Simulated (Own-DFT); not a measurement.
## Calculated data, Hf$_{31}$O$_{64}$ (monoclinic hafnia with one vacancy, atoms displaced)

All values are calculated (Own-DFT development build). A calculation, not a measurement: plane-wave density functional theory by an unreviewed code, no spin, of a simulated periodic cell, stress positive in tension, run twice, with PBE and with PBEsol, both on files made for PBE, so the change isn't that of files made for PBEsol, defect cell not probed for a lower state with spin; a neutral cation vacancy leaves holes that likely carry spin, which this run leaves out; hafnium file: forces about 75 meV/angstrom off all-electron values; oxygen file: force components 24 meV/angstrom off all-electron in one glass; forces on such cells passed a denser k mesh, this cell's mesh not checked; the far tail of each file's local potential was reset to the Coulomb form; each entry is a single point on an unrelaxed cell, so the pressure reflects the starting lattice, mostly measured values (interpolated for alloys), from which strain is counted, and rises with the displacements; printed positions are rounded, which can move forces by about a meV/angstrom; the program, named Own-DFT, is a retired in-house code; no spin-orbit coupling; stress was not checked against mesh or cutoff.

Hf$_{31}$O$_{64}$ (monoclinic hafnia with one vacancy, atoms displaced)

```
Hf31O64
1.0
     10.2340     0.0000     0.0000
      0.0000    10.3500     0.0000
     -1.6955     0.0000    10.4453
Hf O Hf O Hf O Hf O Hf O Hf O Hf O Hf O
3 8 4 8 4 8 4 8 4 8 4 8 4 8 4 8
Direct
  0.14256 0.01204 0.10706
  0.36238 0.48173 0.38626
  0.13899 0.21297 0.35962
  0.02375 0.17313 0.16907
  0.48250 0.40902 0.08333
  0.46778 0.34890 0.32325
  0.03479 0.08595 0.41099
  0.22600 0.38439 0.25817
  0.27425 0.11710 0.01591
  0.27883 0.11455 0.25163
  0.23707 0.37186 0.48158
  0.13941 0.02115 0.61009
  0.35398 0.26252 0.64020
  0.36043 0.47875 0.90132
  0.14151 0.23108 0.84604
  0.04459 0.17007 0.67717
  0.47743 0.41456 0.57620
  0.47231 0.33725 0.83281
  0.03625 0.09074 0.92772
  0.22385 0.39240 0.74868
  0.27893 0.11910 0.51433
  0.26929 0.12467 0.76139
  0.23046 0.37440 0.99523
  0.11971 0.52225 0.09565
  0.36899 0.77134 0.14878
  0.36293 0.98558 0.39218
  0.13768 0.72544 0.36203
  0.03030 0.66849 0.15739
  0.46158 0.92376 0.08249
  0.47230 0.82907 0.32598
  0.04222 0.58213 0.42239
  0.22542 0.88173 0.23411
  0.26361 0.64573 0.00459
  0.27296 0.62018 0.25328
  0.23059 0.87810 0.48809
  0.14338 0.50876 0.61001
  0.36586 0.77485 0.63584
  0.35309 0.97043 0.90510
  0.12902 0.73069 0.85640
  0.04020 0.66409 0.67520
  0.46985 0.91669 0.57015
  0.46093 0.83341 0.83478
  0.04056 0.58986 0.93662
  0.21842 0.87063 0.73462
  0.28860 0.63580 0.50101
  0.27396 0.63292 0.76221
  0.22309 0.86346 0.99564
  0.63641 0.03260 0.09839
  0.85641 0.26986 0.13164
  0.86308 0.48122 0.39216
  0.62037 0.21957 0.34154
  0.53721 0.17950 0.18272
  0.96888 0.42377 0.07302
  0.97051 0.33169 0.33106
  0.53122 0.07497 0.41949
  0.72995 0.38623 0.24049
  0.76630 0.13597 0.00995
  0.78700 0.11757 0.27284
  0.72584 0.37883 0.48506
  0.64569 0.02836 0.59926
  0.86641 0.27631 0.65979
  0.86356 0.47840 0.90484
  0.62773 0.22795 0.85001
  0.53771 0.16416 0.67780
  0.95815 0.40935 0.57045
  0.96398 0.33014 0.83398
  0.52740 0.08243 0.91465
  0.73108 0.38415 0.76039
  0.77085 0.13782 0.51074
  0.76906 0.14209 0.76857
  0.71152 0.37617 0.99164
  0.63792 0.51351 0.09000
  0.86222 0.76355 0.14969
  0.86695 0.98272 0.39200
  0.63259 0.72954 0.35322
  0.52180 0.65741 0.18075
  0.95428 0.92529 0.07638
  0.97053 0.82874 0.34150
  0.53904 0.58628 0.43162
  0.71885 0.87820 0.22923
  0.77629 0.61676 0.01718
  0.77400 0.62765 0.26746
  0.72490 0.86947 0.48801
  0.65232 0.51387 0.60472
  0.86580 0.76921 0.65354
  0.86554 0.97358 0.89928
  0.62701 0.72768 0.85153
  0.54494 0.66484 0.68096
  0.97254 0.91142 0.59283
  0.95885 0.84306 0.82312
  0.54661 0.56780 0.92047
  0.72525 0.88432 0.74186
  0.77291 0.64382 0.49813
  0.77275 0.61902 0.76207
  0.73221 0.88988 0.99338
```

| Quantity | Value |
| --- | --- |
| functional | PBE, then PBEsol |
| potential files | PseudoDojo norm-conserving, scalar-relativistic, standard set |
| wave cutoff | 72 hartree |
| occupations | Fermi-Dirac |
| smearing width | 0.1 eV |
| k mesh | 2 x 2 x 2 centred on Gamma |
| PBE pressure | 8.3 GPa |
| PBE stress xx | -9.24 GPa |
| PBE stress yy | -7.97 GPa |
| PBE stress zz | -7.69 GPa |
| PBE stress yz | 0.67 GPa |
| PBE stress xz | -0.58 GPa |
| PBE stress xy | -0.64 GPa |
| PBEsol pressure | 1.95 GPa |
| PBEsol stress xx | -2.83 GPa |
| PBEsol stress yy | -1.68 GPa |
| PBEsol stress zz | -1.35 GPa |
| PBEsol stress yz | 0.64 GPa |
| PBEsol stress xz | -0.25 GPa |
| PBEsol stress xy | -0.65 GPa |
| rms change of force components from PBE to PBEsol | 0.064 eV/Å |

Force:
```csv
force element,PBE force x (eV/Å),PBE force y (eV/Å),PBE force z (eV/Å),PBEsol force x (eV/Å),PBEsol force y (eV/Å),PBEsol force z (eV/Å)
Hf,-0.327,3.066,-0.34,-0.253,3.037,-0.366
Hf,0.381,0.885,0.331,0.337,0.793,0.337
Hf,2.467,4.832,-4.388,2.398,4.707,-4.322
O,1.414,-1.158,0.187,1.348,-1.115,0.238
O,-2.131,-0.112,-1.157,-1.961,0.035,-1.237
O,0.905,-0.544,0.497,0.906,-0.503,0.543
O,-1.584,-2.95,2.651,-1.554,-2.887,2.615
O,-1.291,-0.493,-1.355,-1.235,-0.415,-1.209
O,-0.481,-0.397,-1.711,-0.585,-0.54,-1.743
O,-1.676,0.033,1.832,-1.77,-0.077,1.853
O,-1.473,-1,2.843,-1.38,-0.972,2.779
Hf,-0.25,-2.398,-0.163,-0.221,-2.321,-0.15
Hf,3.052,1.608,0.958,2.981,1.573,0.944
Hf,0.122,0.173,1.453,0.118,0.101,1.426
Hf,-0.286,0.054,5.362,-0.294,-0.014,5.202
O,-1.522,0.4,-1.563,-1.461,0.405,-1.452
O,-1.234,-1.255,0.587,-1.198,-1.198,0.525
O,-2.691,0.86,-1.408,-2.616,0.835,-1.396
O,0.053,-0.161,-0.829,0.06,-0.182,-0.776
O,0.487,-2.079,-0.673,0.519,-2.035,-0.666
O,-0.082,1.116,0.011,-0.136,1.091,0.015
O,1.635,-0.656,-0.576,1.522,-0.612,-0.605
O,-0.627,0.505,-1.376,-0.587,0.579,-1.461
Hf,7.808,-0.476,4.135,7.603,-0.377,3.982
Hf,-1.789,-0.553,-0.09,-1.753,-0.502,-0.052
Hf,-0.461,-2.131,-1.431,-0.471,-2.116,-1.372
Hf,1.788,0.681,-1.456,1.752,0.615,-1.421
O,-0.594,1.503,2.229,-0.6,1.456,2.198
O,0.598,-0.061,-0.272,0.556,-0.059,-0.338
O,-2.603,2.142,0.328,-2.538,2.07,0.261
O,-0.35,-0.857,0.549,-0.331,-0.826,0.57
O,0.078,-1.482,1.577,0.152,-1.43,1.514
O,1.716,-1.889,0.313,1.593,-1.813,0.286
O,-0.521,0.619,0.425,-0.553,0.607,0.441
O,-0.923,-0.656,-0.03,-0.834,-0.644,-0.016
Hf,-0.755,3.167,-1.908,-0.743,3.141,-1.865
Hf,-0.175,-0.574,1.181,-0.199,-0.517,1.159
Hf,0.643,1.947,-0.316,0.616,1.884,-0.242
Hf,2.379,0.143,-0.577,2.37,0.079,-0.575
O,-0.882,-0.886,-0.279,-0.852,-0.829,-0.205
O,0.187,-0.146,0.953,0.155,-0.128,0.876
O,0.515,-0.722,-0.624,0.512,-0.726,-0.654
O,-2.894,-0.064,-4.228,-2.814,-0.08,-4.06
O,0.412,1.644,0.261,0.443,1.608,0.242
O,-0.946,-0.313,1.323,-0.977,-0.281,1.281
O,0.6,-1.581,-0.24,0.5,-1.541,-0.227
O,-0.697,1.325,-0.794,-0.604,1.301,-0.767
Hf,-1.101,-1.24,1.041,-1.052,-1.193,0.987
Hf,0.187,0.552,3.383,0.181,0.553,3.346
Hf,-0.821,-0.526,-0.589,-0.823,-0.576,-0.56
Hf,1.838,3.077,2.634,1.777,2.965,2.523
O,0.416,-2.359,-3.896,0.555,-2.349,-3.694
O,-3.889,-3.46,0.55,-3.816,-3.344,0.45
O,0.139,0.343,-0.272,0.123,0.326,-0.293
O,1.122,1.178,0.37,1.099,1.133,0.41
O,0.78,-0.904,-0.358,0.831,-0.875,-0.363
O,0.347,0.267,-0.098,0.27,0.268,-0.073
O,-0.832,1.171,-2.178,-0.85,1.124,-2.112
O,-0.344,-0.059,0.983,-0.273,0.004,0.988
Hf,-0.157,-1.581,0.864,-0.153,-1.508,0.81
Hf,-1.607,-1.129,-1.565,-1.57,-1.063,-1.476
Hf,-1.331,0.976,-1.994,-1.336,0.906,-1.918
Hf,0.721,0.228,1.848,0.719,0.171,1.779
O,-1.961,0.353,-1.954,-1.902,0.368,-1.853
O,2.175,1.234,1.316,2.109,1.219,1.254
O,0.997,0.619,0.193,0.952,0.583,0.115
O,-0.406,-0.596,0.949,-0.366,-0.581,0.99
O,-0.01,0.092,-2.085,0.066,0.086,-2.023
O,0.811,-0.557,0.69,0.708,-0.577,0.682
O,2.026,-2.496,-1.042,1.909,-2.403,-1.035
O,2.337,-1.599,-0.766,2.333,-1.523,-0.745
Hf,-0.7,0.78,5.188,-0.698,0.718,5.011
Hf,-1.271,1.253,0.013,-1.253,1.238,0.039
Hf,-1.836,-1.931,0.998,-1.805,-1.911,0.963
Hf,1.931,-0.4,0.48,1.89,-0.45,0.459
O,1.572,-1.083,-1.16,1.519,-0.981,-1.068
O,1.303,-0.932,1.344,1.259,-0.903,1.224
O,-0.637,0.367,-1.135,-0.62,0.357,-1.151
O,-0.301,0.01,-0.211,-0.264,0,-0.182
O,0.43,0.424,0.722,0.483,0.413,0.702
O,1.508,2.612,-0.803,1.442,2.512,-0.784
O,0.883,-0.102,-1.392,0.829,-0.081,-1.342
O,0.55,1.666,0.358,0.582,1.626,0.349
Hf,-1.011,0.887,-0.751,-0.997,0.898,-0.778
Hf,-1.557,-0.122,-2.401,-1.511,-0.05,-2.32
Hf,-1.166,3.249,-0.386,-1.135,3.109,-0.325
Hf,1.08,0.619,0.342,1.025,0.526,0.242
O,-1.415,0.413,-1.124,-1.362,0.441,-1.024
O,0.282,1.572,-1.36,0.289,1.526,-1.338
O,1.952,-1.862,0.832,1.891,-1.841,0.762
O,-1.542,1.662,-1.607,-1.484,1.612,-1.511
O,-0.276,0.108,-0.325,-0.194,0.098,-0.316
O,1.011,-1.745,2.424,0.912,-1.709,2.353
O,1.452,0.453,0.379,1.345,0.437,0.354
O,-1.673,-2.588,-0.652,-1.551,-2.478,-0.619
```
